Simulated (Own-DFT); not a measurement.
## Calculated data, Al3GaAs4 (zincblende random alloy, atoms displaced)

A calculation, not a measurement: plane-wave PBE density functional theory by an unreviewed code, no spin, of a simulated periodic cell, stress positive in tension, free energy of the whole cell less one offset for each atom, forces on such cells passed a denser k mesh, this cell's mesh not checked; offsets are fitted by least squares, one for each functional and potential file, so energies compare only between cells with the same atoms and settings and are not formation energies; the far tail of each file's local potential was reset to the Coulomb form; each entry is a single point on an unrelaxed cell, so the pressure reflects the starting lattice, mostly measured values, from which strain is counted, and rises with the displacements; printed positions are rounded, which can move forces by about a meV/angstrom; the program is a retired in-house code; no spin-orbit coupling. Program: Own-DFT development build.

Common to all runs: functional PBE; potential files PseudoDojo norm-conserving, scalar-relativistic, standard set; wave cutoff 42 hartree; occupations Fermi-Dirac; smearing width 0.1 eV; k mesh 3 x 3 x 3 centred on Gamma.

(1) 
```cif
# cell vector a (Å): 11.3183 0.0000 0.0000
# cell vector b (Å): 0.0000 11.3183 0.0000
# cell vector c (Å): 0.0000 0.0000 11.3183
data_Al3GaAs4
_symmetry_space_group_name_H-M 'P 1'
_symmetry_Int_Tables_number 1
_cell_length_a 11.3183
_cell_length_b 11.3183
_cell_length_c 11.3183
_cell_angle_alpha 90.000
_cell_angle_beta 90.000
_cell_angle_gamma 90.000
_cell_volume 1449.92
loop_
_atom_site_label
_atom_site_type_symbol
_atom_site_fract_x
_atom_site_fract_y
_atom_site_fract_z
_atom_site_occupancy
Al1 Al 0.99339 0.00317 0.00169 1
Al2 Al 0.98853 0.26659 0.24561 1
Al3 Al 0.24960 0.99521 0.24331 1
Ga1 Ga 0.25136 0.24482 0.99641 1
As1 As 0.12757 0.12947 0.13174 1
As2 As 0.12351 0.37860 0.38296 1
As3 As 0.38953 0.12719 0.36768 1
As4 As 0.38872 0.37397 0.12497 1
Ga2 Ga 0.99045 0.00580 0.50923 1
Al4 Al 0.98849 0.24745 0.74550 1
Ga3 Ga 0.23313 0.00905 0.76122 1
Al5 Al 0.24854 0.24260 0.50525 1
As5 As 0.13539 0.12612 0.62242 1
As6 As 0.12724 0.37440 0.87086 1
As7 As 0.38866 0.12208 0.87158 1
As8 As 0.36466 0.38226 0.62098 1
Al6 Al 0.01777 0.50320 0.00663 1
Al7 Al 0.00171 0.75826 0.24877 1
Al8 Al 0.24002 0.49459 0.25640 1
Al9 Al 0.25850 0.75954 0.00280 1
As9 As 0.11810 0.63416 0.12898 1
As10 As 0.12190 0.87297 0.36462 1
As11 As 0.36977 0.62944 0.37011 1
As12 As 0.38449 0.86087 0.11884 1
Al10 Al 0.00003 0.49987 0.50152 1
Al11 Al 0.99680 0.76134 0.73922 1
Al12 Al 0.25155 0.50373 0.75217 1
Al13 Al 0.25791 0.74264 0.50862 1
As13 As 0.13272 0.62749 0.61348 1
As14 As 0.12840 0.88153 0.88509 1
As15 As 0.37429 0.61786 0.87907 1
As16 As 0.37939 0.87216 0.62160 1
Al14 Al 0.49158 0.01399 0.00118 1
Al15 Al 0.49805 0.23523 0.25385 1
Al16 Al 0.75431 0.99572 0.24812 1
Al17 Al 0.74569 0.24903 0.99388 1
As17 As 0.62687 0.11351 0.11343 1
As18 As 0.62396 0.38669 0.37147 1
As19 As 0.88479 0.12301 0.37179 1
As20 As 0.88078 0.37438 0.11303 1
Al18 Al 0.50140 0.00357 0.50011 1
Al19 Al 0.49460 0.25188 0.75138 1
Al20 Al 0.75368 0.00170 0.75598 1
Ga4 Ga 0.75661 0.25075 0.49933 1
As21 As 0.63155 0.11405 0.61674 1
As22 As 0.63670 0.36501 0.86941 1
As23 As 0.87868 0.13076 0.87537 1
As24 As 0.87382 0.37637 0.62198 1
Al21 Al 0.49734 0.49843 0.99028 1
Al22 Al 0.49668 0.74428 0.25740 1
Al23 Al 0.75393 0.50865 0.25346 1
Al24 Al 0.74419 0.74910 0.99249 1
As25 As 0.61756 0.63054 0.11141 1
As26 As 0.61412 0.87320 0.37431 1
As27 As 0.86692 0.62812 0.37123 1
As28 As 0.87834 0.86706 0.12835 1
Ga5 Ga 0.49028 0.51254 0.50159 1
Ga6 Ga 0.50541 0.74021 0.74912 1
Ga7 Ga 0.74397 0.50043 0.75166 1
Ga8 Ga 0.75955 0.74357 0.48960 1
As29 As 0.61904 0.61712 0.61906 1
As30 As 0.63322 0.87717 0.87362 1
As31 As 0.87253 0.62600 0.87786 1
As32 As 0.87163 0.87061 0.61493 1
_calc_free_energy_of_cell_above_offsets '-14.925'  # eV
_calc_pressure 3.94  # GPa
_calc_stress_xx -3.76  # GPa
_calc_stress_yy -3.93  # GPa
_calc_stress_zz -4.13  # GPa
_calc_stress_yz 1.13  # GPa
_calc_stress_xz -0.47  # GPa
_calc_stress_xy -1.12  # GPa
```

Force:
| element | x (eV/Å) | y (eV/Å) | z (eV/Å) |
| --- | --- | --- | --- |
| Al | 0.617 | 0.017 | 0.856 |
| Al | 1.525 | -1.203 | 0.917 |
| Al | 0.666 | -0.159 | 0.106 |
| Ga | 0.501 | 0.475 | 0.329 |
| As | -0.712 | 0.126 | -0.467 |
| As | -0.352 | -1.179 | -0.231 |
| As | -3.121 | -1.899 | 2.082 |
| As | -1.346 | -0.26 | 0.31 |
| Ga | 1.442 | -0.514 | -0.879 |
| Al | 1.543 | 0.738 | -0.296 |
| Ga | 2 | -0.675 | -0.442 |
| Al | 1.256 | 1.083 | -1.682 |
| As | -2.229 | -0.395 | 0.788 |
| As | -0.302 | -0.248 | -0.083 |
| As | -2.332 | 0.673 | -0.725 |
| As | 0.794 | -0.76 | 0.345 |
| Al | -1.072 | -0.303 | -1.196 |
| Al | -0.599 | -1.009 | 0.527 |
| Al | 1.067 | 0.504 | -1.181 |
| Al | -1.131 | -1.612 | -0.664 |
| As | 1.612 | -0.212 | 0.022 |
| As | 0.964 | 0.706 | 2.104 |
| As | -0.581 | -0.868 | 0.201 |
| As | 0.398 | 2.171 | 1.031 |
| Al | -0.39 | 0.638 | -0.121 |
| Al | 0.884 | -1.151 | 1.02 |
| Al | -0.707 | -0.038 | -0.31 |
| Al | 0.042 | 1.688 | -1.643 |
| As | -1.509 | -0.609 | 1.864 |
| As | -1.123 | -0.696 | -0.453 |
| As | -0.445 | 1.268 | -0.591 |
| As | -0.4 | 0.636 | 1.066 |
| Al | 0.828 | -2.857 | 0.166 |
| Al | 2.614 | 2.683 | -2.155 |
| Al | -0.398 | -0.217 | 0.256 |
| Al | 0.714 | -0.483 | 1.104 |
| As | 0.808 | 1.191 | 1.519 |
| As | -0.25 | -1.104 | 0.326 |
| As | -0.948 | 0.679 | -0.39 |
| As | -1.354 | 1.068 | -0.029 |
| Al | -0.326 | -0.748 | -0.114 |
| Al | 0.96 | 0.294 | -1.483 |
| Al | 0.092 | -0.215 | -0.833 |
| Ga | -0.793 | -0.043 | -0.837 |
| As | -0.032 | 1.375 | 1.091 |
| As | -1.89 | 0.948 | -0.179 |
| As | -0.437 | -0.763 | 0.104 |
| As | 0.008 | 0.375 | 0.439 |
| Al | 1.195 | -0.889 | 0.622 |
| Al | 0.833 | 0.026 | -1.118 |
| Al | -1.099 | -0.899 | -1.962 |
| Al | 0.692 | 0.24 | 0.727 |
| As | 0.307 | -0.641 | 1.201 |
| As | 1.35 | 0.135 | 0.03 |
| As | 2.766 | -0.541 | -0.35 |
| As | -1.023 | 0.724 | -1.233 |
| Ga | -0.144 | -1.297 | -1.03 |
| Ga | -0.187 | 0.841 | 0.229 |
| Ga | 0.713 | 0.283 | -0.409 |
| Ga | -2.428 | 0.968 | 0.965 |
| As | 1.463 | 0.948 | 0.515 |
| As | -1.484 | 0.325 | -0.006 |
| As | 1.002 | -0.19 | -0.643 |
| As | -0.514 | 0.849 | 0.876 |

(2) 
```cif
# cell vector a (Å): 11.3183 0.0000 0.0000
# cell vector b (Å): 0.0000 11.3183 0.0000
# cell vector c (Å): 0.0000 0.0000 11.3183
data_Al3GaAs4
_symmetry_space_group_name_H-M 'P 1'
_symmetry_Int_Tables_number 1
_cell_length_a 11.3183
_cell_length_b 11.3183
_cell_length_c 11.3183
_cell_angle_alpha 90.000
_cell_angle_beta 90.000
_cell_angle_gamma 90.000
_cell_volume 1449.92
loop_
_atom_site_label
_atom_site_type_symbol
_atom_site_fract_x
_atom_site_fract_y
_atom_site_fract_z
_atom_site_occupancy
Ga1 Ga 0.00830 0.00675 0.00848 1
Al1 Al 0.00209 0.25427 0.25485 1
Al2 Al 0.24527 0.99353 0.24624 1
Al3 Al 0.24929 0.24359 0.00371 1
As1 As 0.14057 0.12247 0.12080 1
As2 As 0.13386 0.37511 0.36762 1
As3 As 0.37204 0.12232 0.36177 1
As4 As 0.37164 0.38634 0.11355 1
Al4 Al 0.00141 0.99085 0.50565 1
Ga2 Ga 0.99129 0.25215 0.75142 1
Al5 Al 0.24912 0.99805 0.75914 1
Al6 Al 0.24691 0.25272 0.50457 1
As5 As 0.13297 0.13659 0.62798 1
As6 As 0.11080 0.37471 0.86913 1
As7 As 0.36692 0.12708 0.88798 1
As8 As 0.37417 0.37294 0.63323 1
Al7 Al 0.01870 0.51026 0.00249 1
Ga3 Ga 0.00664 0.75059 0.24695 1
Ga4 Ga 0.24324 0.49087 0.25957 1
Al8 Al 0.25016 0.75785 0.01241 1
As9 As 0.13332 0.62263 0.12025 1
As10 As 0.13506 0.87912 0.38035 1
As11 As 0.38337 0.61567 0.37611 1
As12 As 0.37213 0.87933 0.13778 1
Al9 Al 0.00011 0.50714 0.49660 1
Al10 Al 0.01455 0.76170 0.74359 1
Al11 Al 0.24778 0.50654 0.75632 1
Al12 Al 0.23519 0.74489 0.50150 1
As13 As 0.12067 0.62061 0.62120 1
As14 As 0.11853 0.87273 0.88590 1
As15 As 0.38273 0.61940 0.87852 1
As16 As 0.36172 0.86564 0.61927 1
Al13 Al 0.49052 0.99761 0.99562 1
Al14 Al 0.49604 0.24436 0.24821 1
Ga5 Ga 0.74763 0.99889 0.25597 1
Al15 Al 0.73801 0.25341 0.01277 1
As17 As 0.63153 0.13151 0.12497 1
As18 As 0.61850 0.36163 0.38685 1
As19 As 0.88506 0.12708 0.37336 1
As20 As 0.87068 0.37560 0.12359 1
Al16 Al 0.48633 0.99901 0.49270 1
Ga6 Ga 0.49662 0.23684 0.75571 1
Al17 Al 0.76138 0.99936 0.75927 1
Al18 Al 0.75472 0.25321 0.48932 1
As21 As 0.62770 0.13544 0.61660 1
As22 As 0.62546 0.38227 0.86662 1
As23 As 0.86148 0.13141 0.86947 1
As24 As 0.88844 0.36813 0.62493 1
Ga7 Ga 0.49600 0.49700 0.99067 1
Al19 Al 0.51627 0.75000 0.25283 1
Al20 Al 0.74259 0.49294 0.23302 1
Al21 Al 0.75118 0.74356 0.00574 1
As25 As 0.62007 0.62418 0.13408 1
As26 As 0.62844 0.88889 0.37068 1
As27 As 0.88083 0.62652 0.37768 1
As28 As 0.87150 0.86228 0.11873 1
Al22 Al 0.50136 0.49657 0.48745 1
Ga8 Ga 0.50001 0.75260 0.75261 1
Al23 Al 0.74618 0.50659 0.75218 1
Al24 Al 0.74620 0.75801 0.50083 1
As29 As 0.61821 0.62348 0.63582 1
As30 As 0.63088 0.86947 0.86726 1
As31 As 0.87603 0.61553 0.88163 1
As32 As 0.87608 0.87841 0.63497 1
_calc_free_energy_of_cell_above_offsets '-13.905'  # eV
_calc_pressure 4.12  # GPa
_calc_stress_xx -4.01  # GPa
_calc_stress_yy -4.35  # GPa
_calc_stress_zz -3.99  # GPa
_calc_stress_yz 0.6  # GPa
_calc_stress_xz 0.09  # GPa
_calc_stress_xy -0.43  # GPa
```

Force:
| element | x (eV/Å) | y (eV/Å) | z (eV/Å) |
| --- | --- | --- | --- |
| Ga | -1.799 | -0.123 | -0.651 |
| Al | 0.074 | -0.16 | -1.211 |
| Al | 0.175 | 0.886 | 0.834 |
| Al | -0.264 | 2.617 | -0.702 |
| As | -1.866 | 0.228 | 1.515 |
| As | -2.033 | -1.085 | 2.267 |
| As | -0.962 | 0.2 | 0.981 |
| As | -0.216 | -1.452 | 1.31 |
| Al | 0.337 | 1.342 | 0.135 |
| Ga | 0.684 | -1.192 | 0.199 |
| Al | -0.189 | 0.033 | -0.547 |
| Al | 1.329 | 0.289 | -0.741 |
| As | -1.208 | -1.766 | 0.656 |
| As | 1.68 | -0.02 | 1.01 |
| As | 0.791 | -0.844 | -1.432 |
| As | 0.038 | 0.458 | -0.491 |
| Al | -2.14 | -1.485 | -0.73 |
| Ga | -0.119 | -0.099 | 0.283 |
| Ga | 2.255 | 2.017 | -2.105 |
| Al | 0.907 | -0.54 | -1.012 |
| As | 0.574 | 0.701 | 1.942 |
| As | -1.308 | -0.36 | -0.621 |
| As | -1.39 | 1.718 | -0.736 |
| As | 1.497 | -1.097 | -0.836 |
| Al | -0.018 | -1.503 | -0.004 |
| Al | -1.191 | -1.377 | 0.592 |
| Al | 0.072 | -0.847 | -0.335 |
| Al | 1.522 | -0.81 | -0.55 |
| As | 0.339 | 0.237 | 0.98 |
| As | 1.016 | 0.39 | -0.316 |
| As | -1.648 | 2.089 | -0.335 |
| As | 0.789 | 0.801 | 0.8 |
| Al | 1.319 | -0.287 | 0.599 |
| Al | 0.141 | 1.045 | -0.651 |
| Ga | 1.783 | 1.023 | -1.645 |
| Al | 1.175 | 1.194 | -2.308 |
| As | -1.759 | -2.032 | 0.777 |
| As | 0.207 | 0.907 | -2.306 |
| As | -0.339 | -0.971 | 0.357 |
| As | 1.667 | -0.105 | -0.349 |
| Al | 0.573 | 0.384 | 0.821 |
| Ga | 0.275 | 0.834 | -0.358 |
| Al | -1.859 | 0.092 | -1.418 |
| Al | 1.066 | -0.371 | 1.267 |
| As | -0.217 | -1.733 | 0.55 |
| As | -0.322 | -1.43 | 0.944 |
| As | 1.378 | 0.685 | 2.241 |
| As | -1.979 | 1.735 | -1.34 |
| Ga | 1.346 | -0.115 | 0.727 |
| Al | -1.681 | 0.52 | 0.744 |
| Al | 0.245 | -0.055 | 2.47 |
| Al | -0.742 | -0.822 | -1.092 |
| As | 0.135 | -0.321 | -1.95 |
| As | -1.058 | -1.418 | 1.561 |
| As | -1.372 | 0.31 | -0.899 |
| As | 0.891 | 1.973 | 1.204 |
| Al | 0.14 | -0.413 | 2.547 |
| Ga | -0.788 | -0.106 | -0.372 |
| Al | 1.398 | -0.59 | -0.596 |
| Al | 0.199 | -0.695 | 0.394 |
| As | 0.302 | 0.272 | -2.003 |
| As | -0.378 | 0.585 | 1.357 |
| As | 0.522 | 1.165 | -0.506 |
| As | 0.007 | -0.509 | -0.919 |

(3) 
```cif
# cell vector a (Å): 11.3183 0.0000 0.0000
# cell vector b (Å): 0.0000 11.3183 0.0000
# cell vector c (Å): 0.0000 0.0000 11.3183
data_Al3GaAs4
_symmetry_space_group_name_H-M 'P 1'
_symmetry_Int_Tables_number 1
_cell_length_a 11.3183
_cell_length_b 11.3183
_cell_length_c 11.3183
_cell_angle_alpha 90.000
_cell_angle_beta 90.000
_cell_angle_gamma 90.000
_cell_volume 1449.92
loop_
_atom_site_label
_atom_site_type_symbol
_atom_site_fract_x
_atom_site_fract_y
_atom_site_fract_z
_atom_site_occupancy
Al1 Al 0.99519 0.99345 0.99877 1
Al2 Al 0.01314 0.23004 0.24585 1
Al3 Al 0.24989 0.99877 0.25395 1
Al4 Al 0.23625 0.24761 0.00389 1
As1 As 0.11913 0.13058 0.11317 1
As2 As 0.13213 0.37358 0.37538 1
As3 As 0.38517 0.12352 0.38510 1
As4 As 0.35795 0.38004 0.13332 1
Al5 Al 0.01279 0.00263 0.49623 1
Al6 Al 0.00360 0.25396 0.74668 1
Al7 Al 0.24107 0.99464 0.74668 1
Al8 Al 0.25151 0.24650 0.50491 1
As5 As 0.13466 0.12756 0.61801 1
As6 As 0.12738 0.38273 0.87560 1
As7 As 0.37558 0.13066 0.87685 1
As8 As 0.36667 0.38748 0.63673 1
Al9 Al 0.00224 0.50743 0.00374 1
Al10 Al 0.98161 0.75338 0.25172 1
Ga1 Ga 0.24701 0.49643 0.24415 1
Al11 Al 0.26158 0.74620 0.00137 1
As9 As 0.11579 0.62945 0.11885 1
As10 As 0.11971 0.86768 0.36740 1
As11 As 0.37307 0.63170 0.37485 1
As12 As 0.37880 0.86553 0.12679 1
Al12 Al 0.00776 0.47938 0.49911 1
Ga2 Ga 0.00616 0.75185 0.74403 1
Ga3 Ga 0.24613 0.49295 0.75047 1
Ga4 Ga 0.24299 0.74346 0.50251 1
As13 As 0.13384 0.63109 0.63299 1
As14 As 0.12662 0.87065 0.87809 1
As15 As 0.37855 0.63775 0.87757 1
As16 As 0.36888 0.87427 0.62171 1
Al13 Al 0.49021 0.99579 0.00818 1
Al14 Al 0.50775 0.25114 0.25356 1
Al15 Al 0.76216 0.98098 0.24882 1
Al16 Al 0.74423 0.25906 0.99586 1
As17 As 0.61345 0.12801 0.12262 1
As18 As 0.62711 0.37951 0.37491 1
As19 As 0.87839 0.11132 0.38049 1
As20 As 0.87133 0.36810 0.12429 1
Al17 Al 0.49587 0.99695 0.49651 1
Al18 Al 0.49993 0.24261 0.74827 1
Al19 Al 0.76306 0.00931 0.74053 1
Ga5 Ga 0.75941 0.23868 0.49655 1
As21 As 0.62380 0.12634 0.63104 1
As22 As 0.63052 0.38136 0.86533 1
As23 As 0.87021 0.12619 0.88193 1
As24 As 0.85575 0.36655 0.62063 1
Al20 Al 0.50188 0.50364 0.99951 1
Ga6 Ga 0.50916 0.75460 0.25365 1
Al21 Al 0.75003 0.50014 0.25298 1
Ga7 Ga 0.75139 0.75442 0.00711 1
As25 As 0.62979 0.62212 0.12781 1
As26 As 0.62472 0.86728 0.37147 1
As27 As 0.86173 0.63703 0.35723 1
As28 As 0.87493 0.88173 0.12034 1
Al22 Al 0.49507 0.51292 0.50463 1
Al23 Al 0.50453 0.75213 0.74935 1
Ga8 Ga 0.75343 0.51335 0.73873 1
Al24 Al 0.76207 0.76367 0.49479 1
As29 As 0.64546 0.62782 0.62980 1
As30 As 0.62908 0.88143 0.88245 1
As31 As 0.86758 0.62911 0.87282 1
As32 As 0.87877 0.87613 0.61640 1
_calc_free_energy_of_cell_above_offsets '-14.412'  # eV
_calc_pressure 4.1  # GPa
_calc_stress_xx -3.93  # GPa
_calc_stress_yy -4.02  # GPa
_calc_stress_zz -4.33  # GPa
_calc_stress_yz -0.6  # GPa
_calc_stress_xz 0.82  # GPa
_calc_stress_xy 0.2  # GPa
```

Force:
| element | x (eV/Å) | y (eV/Å) | z (eV/Å) |
| --- | --- | --- | --- |
| Al | 0.639 | 0.838 | -0.907 |
| Al | -2.038 | 2.092 | 1.576 |
| Al | 0.332 | 0.177 | -0.436 |
| Al | 1.945 | 1.357 | -1.246 |
| As | 0.572 | -2.984 | 0.408 |
| As | -0.048 | -1.243 | -0.691 |
| As | -1.26 | 0.893 | -1.381 |
| As | 2.483 | -1.797 | -1.799 |
| Al | -0.106 | -0.729 | 0.367 |
| Al | -0.536 | -0.169 | 0.268 |
| Al | 0.934 | 0.575 | 0.644 |
| Al | 1.296 | 1.309 | -0.613 |
| As | -1.352 | -0.462 | 1.195 |
| As | -1.098 | -0.714 | 0.4 |
| As | -0.962 | -0.887 | 0.217 |
| As | 1.954 | -1.92 | -1.878 |
| Al | -1.42 | -1.023 | -0.895 |
| Al | 1.8 | 0.315 | -1.384 |
| Ga | -1.077 | 2.187 | 1.21 |
| Al | -1.514 | 0.284 | 0.41 |
| As | 0.974 | 0.883 | 1.304 |
| As | 0.347 | 0.299 | 0.394 |
| As | -0.084 | -0.374 | -0.464 |
| As | -0.633 | 0.783 | 0.844 |
| Al | -1.238 | 1.704 | 0.783 |
| Ga | -1.029 | 0.011 | 0.804 |
| Ga | -0.001 | 2.124 | 1.335 |
| Ga | 0.673 | 0.882 | -0.842 |
| As | -1.274 | -1.821 | -0.617 |
| As | -0.04 | 0.181 | 0.194 |
| As | 0.396 | -1.775 | -0.967 |
| As | 0.495 | -0.229 | 0.16 |
| Al | 0.564 | 0.554 | -0.935 |
| Al | -1.001 | 0.506 | -0.041 |
| Al | -2.073 | 2.181 | 0.844 |
| Al | -0.418 | -0.588 | 0.297 |
| As | 1.43 | -0.553 | 0.127 |
| As | -0.267 | -0.254 | 0.966 |
| As | 0.229 | 0.309 | -1.272 |
| As | 1.016 | 0.411 | 0.652 |
| Al | 1.183 | -0.681 | 1.078 |
| Al | -0.314 | 1.608 | 0.529 |
| Al | -0.743 | -0.795 | 0.914 |
| Ga | -1.792 | 0.004 | -0.631 |
| As | 0.188 | -0.806 | -1.493 |
| As | -0.79 | 0.054 | 0.016 |
| As | 0.939 | 0.323 | -0.64 |
| As | 2.387 | 0.907 | 0.683 |
| Al | -0.394 | -0.348 | -0.034 |
| Ga | -0.915 | -1.55 | -0.853 |
| Al | -0.038 | -0.793 | -0.841 |
| Ga | -0.656 | -0.425 | -0.726 |
| As | -0.426 | 0.195 | -0.118 |
| As | 0.654 | 1.646 | 1.142 |
| As | 0.589 | -1.517 | 2.336 |
| As | 0.736 | -1.243 | -0.356 |
| Al | 0.698 | -0.526 | 0.241 |
| Al | 0.508 | 0.451 | 0.046 |
| Ga | 1.041 | -2.123 | 1.993 |
| Al | -1.103 | -1.396 | -0.09 |
| As | -2.784 | 2.274 | -2.482 |
| As | -0.116 | 0.264 | -0.854 |
| As | 1.342 | 0.124 | 0.283 |
| As | 1.194 | 1.017 | 0.827 |

(4) 
```cif
# cell vector a (Å): 11.3183 0.0000 0.0000
# cell vector b (Å): 0.0000 11.3183 0.0000
# cell vector c (Å): 0.0000 0.0000 11.3183
data_Al3GaAs4
_symmetry_space_group_name_H-M 'P 1'
_symmetry_Int_Tables_number 1
_cell_length_a 11.3183
_cell_length_b 11.3183
_cell_length_c 11.3183
_cell_angle_alpha 90.000
_cell_angle_beta 90.000
_cell_angle_gamma 90.000
_cell_volume 1449.92
loop_
_atom_site_label
_atom_site_type_symbol
_atom_site_fract_x
_atom_site_fract_y
_atom_site_fract_z
_atom_site_occupancy
Al1 Al 0.00025 0.99369 0.00440 1
Al2 Al 0.98602 0.25261 0.25727 1
Al3 Al 0.24999 0.99298 0.23928 1
Al4 Al 0.24536 0.25233 0.99648 1
As1 As 0.11691 0.12661 0.13481 1
As2 As 0.11822 0.37892 0.36744 1
As3 As 0.37720 0.11614 0.37347 1
As4 As 0.36632 0.37470 0.11259 1
Al5 Al 0.99215 0.00319 0.49253 1
Al6 Al 0.01593 0.23938 0.74695 1
Al7 Al 0.25567 0.99943 0.73927 1
Ga1 Ga 0.24285 0.25165 0.48627 1
As5 As 0.12330 0.12474 0.63814 1
As6 As 0.11873 0.36618 0.87895 1
As7 As 0.36421 0.11909 0.88432 1
As8 As 0.37762 0.37082 0.60594 1
Al8 Al 0.00112 0.49278 0.99747 1
Al9 Al 0.99063 0.76173 0.26191 1
Al10 Al 0.25547 0.50184 0.24845 1
Al11 Al 0.25229 0.74753 0.01513 1
As9 As 0.12110 0.62114 0.12084 1
As10 As 0.13137 0.88043 0.37567 1
As11 As 0.37299 0.62271 0.37274 1
As12 As 0.37156 0.86115 0.13029 1
Ga2 Ga 0.00273 0.49696 0.49256 1
Ga3 Ga 0.99618 0.74682 0.75110 1
Al12 Al 0.25160 0.49266 0.76196 1
Al13 Al 0.24489 0.74711 0.49317 1
As13 As 0.12377 0.62509 0.63109 1
As14 As 0.11569 0.88625 0.88220 1
As15 As 0.38185 0.64033 0.86170 1
As16 As 0.37854 0.88090 0.62386 1
Al14 Al 0.50882 0.01025 0.00319 1
Al15 Al 0.49188 0.24755 0.24711 1
Al16 Al 0.73929 0.01168 0.23698 1
Al17 Al 0.75692 0.25642 0.99271 1
As17 As 0.62547 0.12924 0.12519 1
As18 As 0.62814 0.36766 0.36384 1
As19 As 0.89184 0.11372 0.38805 1
As20 As 0.88069 0.38113 0.11883 1
Al18 Al 0.49492 0.99236 0.50447 1
Ga4 Ga 0.49477 0.25037 0.75466 1
Ga5 Ga 0.75565 0.00069 0.74818 1
Ga6 Ga 0.74897 0.26418 0.50335 1
As21 As 0.62039 0.12418 0.63407 1
As22 As 0.62949 0.38830 0.87983 1
As23 As 0.87574 0.12756 0.86160 1
As24 As 0.88238 0.37294 0.61967 1
Ga7 Ga 0.49715 0.49216 0.99313 1
Al19 Al 0.49803 0.74313 0.24103 1
Al20 Al 0.74312 0.49664 0.24626 1
Al21 Al 0.75013 0.75458 0.99332 1
As25 As 0.62994 0.61478 0.13245 1
As26 As 0.61023 0.87153 0.37886 1
As27 As 0.87487 0.62305 0.37545 1
As28 As 0.87579 0.87995 0.12049 1
Al22 Al 0.50402 0.48779 0.50749 1
Al23 Al 0.50771 0.75563 0.74232 1
Ga8 Ga 0.74291 0.49983 0.75563 1
Al24 Al 0.73915 0.74271 0.50169 1
As29 As 0.62862 0.62335 0.62029 1
As30 As 0.61603 0.88441 0.87424 1
As31 As 0.87604 0.62429 0.87890 1
As32 As 0.88334 0.87427 0.62279 1
_calc_free_energy_of_cell_above_offsets '-14.390'  # eV
_calc_pressure 4.05  # GPa
_calc_stress_xx -4.1  # GPa
_calc_stress_yy -4.13  # GPa
_calc_stress_zz -3.91  # GPa
_calc_stress_yz 0.51  # GPa
_calc_stress_xz 0.3  # GPa
_calc_stress_xy 0.56  # GPa
```

Force:
| element | x (eV/Å) | y (eV/Å) | z (eV/Å) |
| --- | --- | --- | --- |
| Al | -0.503 | 2.219 | -0.032 |
| Al | 0.541 | -0.35 | -0.376 |
| Al | -0.004 | 0.76 | 0.583 |
| Al | -0.614 | -1.216 | 0.812 |
| As | 0.317 | 0.241 | -0.69 |
| As | 0.779 | -0.261 | -0.473 |
| As | -0.608 | 0.237 | -0.317 |
| As | 0.701 | -0.025 | 1.09 |
| Al | 3.706 | -2.975 | 3.439 |
| Al | -2.549 | 2.003 | 0.964 |
| Al | -0.739 | -0.183 | 1.596 |
| Ga | -0.048 | -0.765 | 0.424 |
| As | 1.656 | -1.5 | -3.421 |
| As | 0.391 | 0.679 | -0.665 |
| As | 0.779 | 0.284 | -0.563 |
| As | -1.434 | -0.762 | 2.429 |
| Al | 0.353 | 1.183 | -0.229 |
| Al | 0.626 | -0.565 | -0.791 |
| Al | -0.824 | -0.09 | -0.434 |
| Al | -1.02 | -0.301 | -2.307 |
| As | -0.277 | 0.239 | 0.977 |
| As | -0.727 | 0.008 | 0.067 |
| As | 0.83 | -0.268 | 0.642 |
| As | 1.267 | 1.889 | -0.585 |
| Ga | -0.128 | 0.881 | 0.976 |
| Ga | 0.487 | 0.49 | 0.433 |
| Al | 0.311 | 0.472 | -1.118 |
| Al | 0.372 | -0.1 | 0.91 |
| As | 0.462 | -0.595 | -0.375 |
| As | 2.007 | -1.744 | -1.359 |
| As | -0.836 | -1.243 | 1.408 |
| As | -0.968 | -1.837 | -0.009 |
| Al | -1.526 | -0.931 | 0.034 |
| Al | -0.246 | 0.162 | -0.136 |
| Al | 1.687 | -1.928 | 2.303 |
| Al | 0.047 | -0.439 | 0.024 |
| As | -0.326 | 1.89 | -0.964 |
| As | -0.749 | 0.237 | 0.587 |
| As | -4.781 | 3.696 | -3.595 |
| As | -1.134 | -0.889 | 1.016 |
| Al | 0.956 | 1.603 | -0.372 |
| Ga | -0.073 | 0.118 | 0.194 |
| Ga | -0.372 | -0.413 | -0.406 |
| Ga | -0.08 | -1.788 | 0.087 |
| As | 0.297 | 0.157 | -1.022 |
| As | -0.651 | -2.218 | -0.401 |
| As | 0.394 | 0.026 | 1.577 |
| As | 0.065 | 0.431 | 1.299 |
| Ga | -0.492 | 1.863 | 0.546 |
| Al | 0.5 | -0.405 | 1.152 |
| Al | 1.834 | -0.283 | 0.713 |
| Al | -0.481 | -0.218 | 0.61 |
| As | -1.101 | 1.45 | -1.985 |
| As | 1.166 | 0.02 | -1.03 |
| As | -0.758 | 0.01 | -0.153 |
| As | -1.221 | -0.48 | 0.867 |
| Al | 0.783 | 1.448 | -1.866 |
| Al | 0.047 | 0.161 | -0.289 |
| Ga | 1.689 | 0.612 | -1.166 |
| Al | 1.61 | 1.369 | -0.962 |
| As | -0.951 | -0.782 | 1.03 |
| As | 1.141 | -0.606 | -0.129 |
| As | -0.293 | -0.261 | -0.286 |
| As | -1.289 | -0.415 | -0.283 |
